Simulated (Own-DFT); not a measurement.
Al₇GaN₈ (wurtzite random alloy, atoms displaced) (calculated)

Computed with Own-DFT development build. A calculation, not a measurement: plane-wave PBE density functional theory by an unreviewed code, no spin, of a simulated periodic cell, stress positive in tension, free energy of the whole cell less one offset for each atom, forces on such cells passed a denser k mesh, this cell's mesh not checked; offsets are fitted by least squares, one for each functional and potential file, so energies compare only between cells with the same atoms and settings and are not formation energies; the far tail of each file's local potential was reset to the Coulomb form; each entry is a single point on an unrelaxed cell, so the pressure reflects the starting lattice, mostly measured values, from which strain is counted, and rises with the displacements; printed positions are rounded, which can move forces by about a meV/angstrom; the program is a retired in-house code; no spin-orbit coupling.

Settings shared by all entries: functional PBE; potential files PseudoDojo norm-conserving, scalar-relativistic, standard set; wave cutoff 42 hartree; occupations Fermi-Dirac; smearing width 0.05 eV; k mesh 3 x 3 x 3 centred on Gamma.

(1) Al₇GaN₈ (wurtzite random alloy, atoms displaced)

```
Al7GaN8
1.0
     12.4865     0.0000     0.0000
     -6.2433    10.8136     0.0000
      0.0000     0.0000    10.0148
Ga Al N Ga Al N Al N Al N Al N Al Ga N Ga Al N Al Ga N Al N Al N Al N Al N Al N Al N Ga Al N Al N Al N Al N Ga Al N Al N Al N Al N Al N Al N Al N Al N Al N Al N Al Ga N Al N Al N Al N
1 1 2 1 1 2 2 2 2 2 2 2 1 1 2 1 1 2 1 1 2 2 2 2 2 2 2 2 2 2 2 2 2 1 1 2 2 2 2 2 2 2 1 1 2 2 2 2 2 2 2 2 2 2 2 2 2 2 2 2 2 2 2 1 1 2 2 2 2 2 2 2
Direct
  0.08436 0.16238 0.99736
  0.16754 0.08506 0.25120
  0.08370 0.16953 0.18186
  0.17247 0.09069 0.43835
  0.08764 0.16564 0.49992
  0.16590 0.08290 0.74878
  0.08306 0.16866 0.69343
  0.16553 0.08421 0.93480
  0.08941 0.42118 0.00182
  0.17032 0.33736 0.25061
  0.08154 0.41291 0.19346
  0.16750 0.33314 0.44388
  0.08941 0.41978 0.50659
  0.16522 0.33404 0.74904
  0.08041 0.41217 0.69074
  0.16608 0.33510 0.93711
  0.08574 0.66719 0.00027
  0.16613 0.58334 0.25150
  0.08394 0.67399 0.18982
  0.16638 0.58356 0.43831
  0.08148 0.66761 0.49910
  0.16739 0.57995 0.74990
  0.08032 0.66469 0.69065
  0.16551 0.58445 0.94341
  0.08187 0.91373 0.99854
  0.16505 0.83364 0.24726
  0.08884 0.92017 0.19425
  0.16481 0.82877 0.43915
  0.08604 0.92072 0.50199
  0.16584 0.83443 0.74823
  0.08084 0.91402 0.68898
  0.16608 0.83110 0.94053
  0.32977 0.16507 0.99875
  0.41130 0.08194 0.25117
  0.33732 0.17022 0.19519
  0.41690 0.08114 0.44072
  0.32984 0.16613 0.50234
  0.41638 0.08698 0.75016
  0.33500 0.16828 0.68840
  0.42098 0.08531 0.94163
  0.33773 0.41796 0.00516
  0.41161 0.33205 0.25471
  0.34096 0.41872 0.18246
  0.41706 0.33309 0.44162
  0.33048 0.42067 0.50459
  0.41773 0.33057 0.74998
  0.32927 0.41694 0.69139
  0.41642 0.32985 0.93545
  0.33810 0.66653 0.99774
  0.41985 0.58759 0.25289
  0.33569 0.67031 0.19077
  0.41835 0.58511 0.43716
  0.33224 0.66566 0.49404
  0.41650 0.58160 0.75087
  0.33713 0.66734 0.69373
  0.41875 0.58738 0.93987
  0.33607 0.91807 0.00102
  0.41938 0.83253 0.25629
  0.32857 0.91366 0.18654
  0.41610 0.83008 0.44104
  0.33208 0.91820 0.50336
  0.41930 0.83843 0.75287
  0.33589 0.91869 0.68864
  0.42118 0.83451 0.94341
  0.58180 0.16523 0.00206
  0.66155 0.07522 0.25400
  0.58450 0.16474 0.18491
  0.66852 0.08478 0.43516
  0.58310 0.17157 0.49529
  0.66515 0.08225 0.74940
  0.57997 0.16228 0.68752
  0.66832 0.08784 0.93881
  0.58335 0.41968 0.00115
  0.66698 0.33424 0.25041
  0.58558 0.41605 0.19508
  0.66441 0.33053 0.44016
  0.58189 0.41874 0.50154
  0.67244 0.33311 0.74622
  0.57992 0.41754 0.68953
  0.67173 0.33492 0.93851
  0.57873 0.66381 0.00002
  0.66451 0.58104 0.25129
  0.58028 0.66405 0.18566
  0.66656 0.58073 0.44672
  0.58349 0.66883 0.49662
  0.67295 0.58955 0.74356
  0.57982 0.66362 0.69311
  0.66653 0.58013 0.94337
  0.58356 0.91933 0.99960
  0.67012 0.83515 0.24564
  0.58653 0.91979 0.19127
  0.66663 0.83600 0.44171
  0.58611 0.92048 0.49861
  0.67026 0.83379 0.75160
  0.58574 0.92103 0.69009
  0.66418 0.82932 0.94091
  0.83507 0.16545 0.99550
  0.91664 0.07955 0.24870
  0.82960 0.16173 0.19730
  0.91771 0.08315 0.44124
  0.83287 0.16806 0.50156
  0.91808 0.08241 0.74875
  0.83214 0.16335 0.68642
  0.92202 0.08386 0.93806
  0.83312 0.41623 0.99848
  0.91367 0.33118 0.24823
  0.83491 0.41557 0.19320
  0.92029 0.34000 0.44029
  0.82673 0.41886 0.49598
  0.91736 0.33199 0.74670
  0.83173 0.41674 0.69280
  0.92435 0.33946 0.93848
  0.83251 0.66554 0.00293
  0.91759 0.58052 0.25528
  0.82464 0.65967 0.18576
  0.92091 0.58581 0.44168
  0.83538 0.67164 0.49510
  0.91781 0.58166 0.75124
  0.83376 0.66804 0.69172
  0.91385 0.57676 0.93841
  0.83556 0.91755 0.00409
  0.91896 0.83826 0.24955
  0.83386 0.91661 0.19094
  0.91878 0.83252 0.43913
  0.83415 0.91704 0.49700
  0.91969 0.83520 0.74513
  0.83412 0.91914 0.68439
  0.91963 0.83325 0.93763
```

- free energy of cell above offsets: -47.834 eV
- pressure: 4.83 GPa
- stress xx: -4.2 GPa
- stress yy: -4.54 GPa
- stress zz: -5.75 GPa
- stress yz: 0.09 GPa
- stress xz: -0.09 GPa
- stress xy: -0.84 GPa

Force:
```csv
element,x (eV/Å),y (eV/Å),z (eV/Å)
Ga,-0.584,1.955,-0.35
Al,0.001,0.604,-0.735
N,0.594,-0.437,3.006
N,0.667,-2.287,-0.206
Ga,-1.774,0.486,0.672
Al,-0.029,0.338,-0.251
N,0.655,-0.549,0.232
N,2.088,-0.656,-0.2
Al,-0.487,-0.891,0.053
Al,-0.043,-0.553,-0.308
N,0.17,1.085,-0.359
N,0.081,1.229,-1.031
Al,-1.459,-0.535,-1.443
Al,0.38,-0.18,0.677
N,0.244,-0.033,-0.321
N,0.98,0.773,0.437
Al,-1.006,-0.48,-0.028
Al,-0.189,0.142,-0.724
N,1.187,-1.271,-0.333
N,0.121,0.061,0.611
Al,0.997,-0.349,0.58
Ga,-0.332,0.689,0.223
N,0.051,-0.194,-0.816
N,1.189,0.369,0.621
Ga,0.561,0.655,0.442
Al,0.699,0.216,0.793
N,-1.349,0.03,0.222
N,-0.316,1.553,0.235
Al,0.378,-0.672,-0.964
Ga,0.893,-0.65,0.33
N,-0.433,1.732,-0.612
N,0.229,-0.252,-0.058
Al,0.893,0.289,0.382
Al,1.464,-0.131,-0.397
N,-1.175,-0.676,-1.044
N,-0.877,0.376,-0.091
Al,1.693,0.828,-0.485
Al,0.767,-0.504,0.068
N,-0.748,-0.767,0.292
N,-1.382,0.55,-0.797
Al,-0.643,-0.346,-2.719
Al,1.579,0.574,-0.231
N,-1.324,0.237,2.525
N,-0.929,0.25,0.396
Al,1.352,-0.511,-0.333
Al,-0.742,1.013,-0.36
N,0.804,-0.139,0.013
N,-1.128,-0.113,0.686
Al,-1.328,0.463,0.51
Al,-0.313,-0.574,-1.146
N,0.025,-0.817,0.035
N,-0.164,-0.351,0.571
Al,0.023,0.28,1.249
Al,-0.114,0.125,0.093
N,0.019,0.6,-1.011
N,0.15,-1.438,-0.024
Ga,-0.171,-0.315,-0.492
Al,-0.806,0.506,-1.205
N,0.822,0.505,2.313
N,-0.143,1.029,0.428
Al,0.597,-0.729,-0.846
Al,0.446,-0.745,-0.412
N,0.027,0.428,0.472
N,0.063,-0.525,-0.824
Al,0.627,1.213,-0.601
Al,0.077,2.307,-1.07
N,-0.665,-0.084,1.773
N,-0.592,0.023,1.49
Al,0.643,-1.729,0.705
Al,0.081,0.612,-0.08
N,0.199,0.985,-0.13
N,0.483,-0.816,-0.024
Ga,0.881,-1.503,0.093
Al,0.349,-0.858,-0.553
N,-1.079,-0.223,0.676
N,-0.658,1.298,-0.246
Al,0.134,-0.948,0.147
Al,-1.936,-0.459,0.812
N,1.258,0.076,0.07
N,-0.416,-1.057,-0.174
Al,1.302,0.226,-0.515
Al,-0.263,-0.078,-0.037
N,0.567,0.785,1.284
N,-0.272,1.249,-1.107
Al,0.205,-0.129,0.979
Al,-1.015,-1.584,1.219
N,0.554,0.998,-0.839
N,-0.6,2.454,-1.397
Al,0.766,0.195,0.055
Al,-0.869,-0.727,0.485
N,-0.129,-1.713,-0.383
N,0.613,-0.434,-0.86
Al,-0.495,-0.195,0.498
Al,-0.872,-0.149,-0.437
N,0.301,-1.032,-0.002
N,0.477,1.099,0.385
Al,-0.124,0.9,0.887
Al,-0.471,1.636,0.405
N,0.442,0.129,-1.321
N,-0.355,-0.361,-0.657
Al,0.352,0.551,-1.185
Al,-0.48,0.183,-0.22
N,-0.048,0.418,1.004
N,-2.062,-1.346,-0.266
Al,0.587,-0.364,0.36
Al,0.679,-0.478,0.721
N,-0.567,-0.79,-0.798
N,-0.194,-0.628,0.517
Al,1.974,-0.241,0.776
Al,-0.658,-0.143,0.429
N,0.969,0.196,-1.305
N,-0.41,-1.161,0.191
Al,0.347,-0.515,-1.187
Ga,-0.544,0.623,-1.311
N,0.549,1.922,1.372
N,-1.52,-0.231,1.22
Al,0.422,-1.166,0.975
Al,-0.673,0.053,0.071
N,0.955,0.449,-0.917
N,0.111,1.782,0.549
Al,-0.205,-0.432,-1.351
Al,0.688,-1.464,-0.241
N,0.402,-0.131,-0.126
N,-0.341,1.13,-0.207
Al,-0.169,0.167,0.084
Al,-1.048,-0.514,0.618
N,0.571,-0.628,0.751
N,-1.744,-0.647,-0.062
```

(2) Al₇GaN₈ (wurtzite random alloy, atoms displaced)

```
Al7GaN8
1.0
     12.4865     0.0000     0.0000
     -6.2433    10.8136     0.0000
      0.0000     0.0000    10.0148
Al N Al Ga N Al N Al N Al N Al Ga N Al N Al N Ga Al N Al N Al N Al N Al N Al N Al N Al N Al N Al N Al Ga N Ga N Al Ga N Al Ga N Al N Al N Al N Al N Al N Al N Al N Al N Al N Al N
2 2 1 1 2 2 2 2 2 2 2 1 1 2 2 2 2 2 1 1 2 2 2 2 2 2 2 2 2 2 2 2 2 2 2 2 2 2 2 1 1 2 2 2 1 1 2 1 1 2 2 2 2 2 2 2 2 2 2 2 2 2 2 2 2 2 2 2 2 2
Direct
  0.08454 0.16618 0.00390
  0.16429 0.07835 0.25439
  0.08255 0.16723 0.19196
  0.16923 0.08413 0.43825
  0.08184 0.16875 0.50300
  0.16983 0.08338 0.75365
  0.08359 0.16483 0.68839
  0.16329 0.08167 0.94455
  0.08374 0.41486 0.99888
  0.16794 0.32929 0.25001
  0.08794 0.42146 0.18570
  0.16328 0.33109 0.43981
  0.08449 0.41538 0.49726
  0.16859 0.33639 0.74679
  0.08431 0.41723 0.69320
  0.16866 0.33556 0.93969
  0.08244 0.66773 0.99915
  0.16887 0.58339 0.25570
  0.08674 0.66636 0.18523
  0.16735 0.58807 0.43740
  0.08304 0.66201 0.50250
  0.16475 0.58392 0.74817
  0.08887 0.66838 0.68799
  0.15999 0.57928 0.93598
  0.08140 0.91399 0.99726
  0.16840 0.83124 0.25153
  0.08214 0.91276 0.19105
  0.16608 0.83170 0.43554
  0.08072 0.91418 0.50412
  0.16532 0.83335 0.74677
  0.08405 0.91493 0.68869
  0.17162 0.83378 0.93951
  0.33224 0.16865 0.99700
  0.41418 0.08286 0.24489
  0.33398 0.17056 0.19060
  0.41684 0.08375 0.43339
  0.33705 0.16641 0.50124
  0.41847 0.08600 0.74616
  0.33415 0.16975 0.69284
  0.41798 0.08376 0.94213
  0.33328 0.41938 0.99831
  0.41688 0.32853 0.24761
  0.33158 0.41406 0.19092
  0.41658 0.33205 0.43594
  0.33680 0.42087 0.49883
  0.41069 0.33493 0.74942
  0.33642 0.41674 0.68747
  0.41734 0.33404 0.94102
  0.33347 0.66437 0.99754
  0.41865 0.58372 0.25159
  0.33467 0.66892 0.18904
  0.41262 0.58401 0.44305
  0.33393 0.66906 0.50102
  0.41643 0.58611 0.75125
  0.33512 0.66657 0.69276
  0.41304 0.57913 0.93692
  0.33491 0.91788 0.99950
  0.41436 0.83647 0.25504
  0.33379 0.91841 0.19843
  0.41875 0.83918 0.44017
  0.33278 0.91718 0.50443
  0.41616 0.83458 0.75296
  0.32915 0.91647 0.68739
  0.41837 0.83158 0.94330
  0.58458 0.16609 0.99836
  0.66417 0.08519 0.25105
  0.58152 0.16923 0.19099
  0.66937 0.08177 0.43766
  0.58638 0.16667 0.49693
  0.66938 0.08306 0.75025
  0.58277 0.16443 0.69097
  0.66981 0.08592 0.93981
  0.58232 0.41919 0.99527
  0.66560 0.33185 0.24569
  0.57975 0.41867 0.18862
  0.66732 0.33342 0.43999
  0.58408 0.42239 0.49386
  0.66740 0.33502 0.74921
  0.58395 0.41344 0.68836
  0.66683 0.33045 0.94133
  0.58426 0.66332 0.99766
  0.66445 0.58212 0.24876
  0.58481 0.66848 0.19253
  0.66756 0.58483 0.43920
  0.58438 0.66821 0.50333
  0.66826 0.58259 0.75458
  0.58454 0.66530 0.68943
  0.67024 0.58679 0.94406
  0.58269 0.91329 0.99661
  0.66560 0.83111 0.24982
  0.58837 0.91677 0.18777
  0.66595 0.83597 0.43946
  0.58545 0.91754 0.49241
  0.67150 0.83588 0.74970
  0.58152 0.91500 0.68887
  0.66848 0.83095 0.94330
  0.83557 0.16720 0.00561
  0.91623 0.08240 0.25110
  0.82910 0.16535 0.19932
  0.91543 0.08206 0.43973
  0.83544 0.16940 0.49871
  0.91553 0.08437 0.75537
  0.84090 0.16923 0.68554
  0.91962 0.08383 0.93916
  0.83336 0.41688 0.00187
  0.92233 0.33422 0.24714
  0.83487 0.41700 0.19364
  0.92252 0.33732 0.44476
  0.83848 0.41839 0.50338
  0.91878 0.33462 0.74720
  0.83384 0.41508 0.69146
  0.91911 0.33119 0.94211
  0.83198 0.66655 0.99791
  0.91695 0.58288 0.25176
  0.83640 0.66786 0.19130
  0.92052 0.58475 0.43805
  0.82945 0.66208 0.50410
  0.90764 0.57857 0.75193
  0.83615 0.66761 0.68891
  0.91659 0.58262 0.94543
  0.83444 0.91795 0.99641
  0.91956 0.83463 0.25300
  0.83573 0.91594 0.19353
  0.91523 0.82932 0.44017
  0.83260 0.91754 0.50353
  0.91718 0.83473 0.74901
  0.83614 0.91823 0.68673
  0.91813 0.83395 0.93650
```

* free energy of cell above offsets: -48.773 eV
* pressure: 4.58 GPa
* stress xx: -4.03 GPa
* stress yy: -4.46 GPa
* stress zz: -5.26 GPa
* stress yz: 0.02 GPa
* stress xz: -0.32 GPa
* stress xy: 0.2 GPa

Force:
```csv
element,x (eV/Å),y (eV/Å),z (eV/Å)
Al,-0.248,0.613,-0.366
Al,0.15,0.531,-0.831
N,0.196,-0.709,-0.11
N,-0.464,-0.228,1.234
Al,0.663,-0.939,-0.713
Ga,-0.893,-0.188,-0.433
N,-0.858,0.79,0.66
N,-0.296,-0.489,0.204
Al,-0.109,0.62,-0.188
Al,-0.623,0.93,-0.066
N,0.267,-1.017,1.027
N,0.823,0.677,0.115
Al,0.186,0.891,0.664
Al,0.142,-0.754,0.38
N,0.113,-0.928,-1.435
N,0.227,-0.774,-0.251
Al,0.78,-0.261,0.008
Al,-0.189,0.424,-1.9
N,-0.407,-0.136,0.972
N,1.064,-1.104,1.177
Al,-0.674,1.453,-0.657
Ga,0.83,-0.179,0.475
N,-2.735,0.192,0.003
N,0.916,0.705,1.636
Al,0.683,0.044,0.792
Al,-0.632,-0.199,-0.461
N,0.297,0.5,-0.495
N,-0.021,-0.053,1.604
Al,0.501,0.25,-1.483
Al,0.434,-0.346,0.542
N,-0.515,-0.511,0.45
N,-1.002,0.082,-0.323
Ga,0.425,-0.506,0.783
Al,-0.108,0.583,0.528
N,-0.157,-1.649,0.269
N,0.433,-0.002,1.288
Al,-0.639,0.096,-0.547
Al,-0.121,-0.422,0.705
N,1.211,0.189,-0.663
N,0.565,-0.474,-0.847
Al,0.149,-1.027,0.772
Al,-0.883,1.221,0.27
N,0.515,0.641,-0.126
N,-1.02,-0.037,0.352
Al,-0.221,-1.245,-0.419
Al,2.021,-0.259,0.239
N,-1.271,0.885,0.034
N,-0.523,1.48,-1
Al,-1.105,-0.135,0.481
Al,-0.693,-0.163,-0.307
N,0.331,-0.153,0.37
N,1.048,0.436,-0.311
Al,-0.284,0.448,0.026
Al,0.645,-0.553,-0.707
N,0.24,0.925,-0.691
N,0.843,1.069,0.424
Al,0.194,-0.217,0.686
Al,1.249,-0.413,-1.101
N,0.017,-0.138,-1.789
N,0.157,-0.875,0.627
Al,-0.399,0.21,-1.653
Al,-0.013,-0.066,-0.514
N,0.85,0.411,1.074
N,-0.59,0.199,-0.565
Al,-0.187,-0.028,0.276
Al,0.22,-0.673,-0.45
N,0.389,-2.004,-1.008
N,-0.537,0.766,0.528
Al,-0.597,-0.12,0.093
Al,-0.054,0.18,-0.433
N,0.476,-0.542,-0.741
N,0.29,-0.729,0.126
Al,0.777,-0.785,0.816
Ga,-0.176,1.163,0.782
N,0.224,-0.944,-1.121
N,1.076,-0.009,0.678
Ga,0.53,-1.658,0.734
Ga,0.168,-1.129,0.216
N,-1.89,0.532,0.528
N,-0.435,0.984,0.85
Al,-1.075,0.637,0.776
Ga,0.924,0.664,-0.043
N,-1.123,-0.184,-1.066
N,-0.45,1.555,0.775
Al,-0.314,0.092,-0.778
Ga,-0.293,-0.321,-0.941
N,-0.802,0.803,0.464
N,-0.301,-0.852,0.287
Al,0.341,0.76,0.737
Al,0.486,0.888,-0.088
N,-1.339,0.241,0.341
N,0.803,-0.926,0.262
Al,-0.597,0.086,1.105
Al,-0.743,-0.501,-0.112
N,0.551,0.289,0.171
N,-0.201,0.057,-0.924
Al,-0.269,-0.115,-0.137
Al,-0.19,-0.237,0.206
N,0.982,0.494,-1.138
N,0.178,0.272,0.297
Al,0.358,-0.372,-0.47
Al,0.991,0.229,-1.313
N,-1.257,-0.326,0.788
N,-0.525,-0.008,0.888
Al,0.537,-0.423,0.22
Al,-0.645,0.312,0.551
N,0.902,0.2,-0.772
N,-0.619,-0.553,-0.865
Al,-0.825,-0.123,-1.071
Al,0.249,-0.402,0.808
N,0.751,0.775,-0.288
N,-0.811,0.066,-0.265
Al,1.061,0.613,1.214
Al,0.44,0.423,-0.665
N,0.139,0.165,-0.639
N,-0.699,-0.51,1.043
Al,0.888,0.743,-1.335
Al,1.958,0.781,0.241
N,0.068,0.235,0.443
N,-0.699,0.042,-1.178
Al,0.415,-0.274,1.21
Al,-0.26,-0.603,-0.237
N,-0.359,0.07,-0.817
N,-0.483,0.338,0.951
Al,0.418,-0.127,-1.521
Al,0.382,-0.003,-0.316
N,-0.297,-0.029,1.319
N,-0.391,-0.297,0.089
```
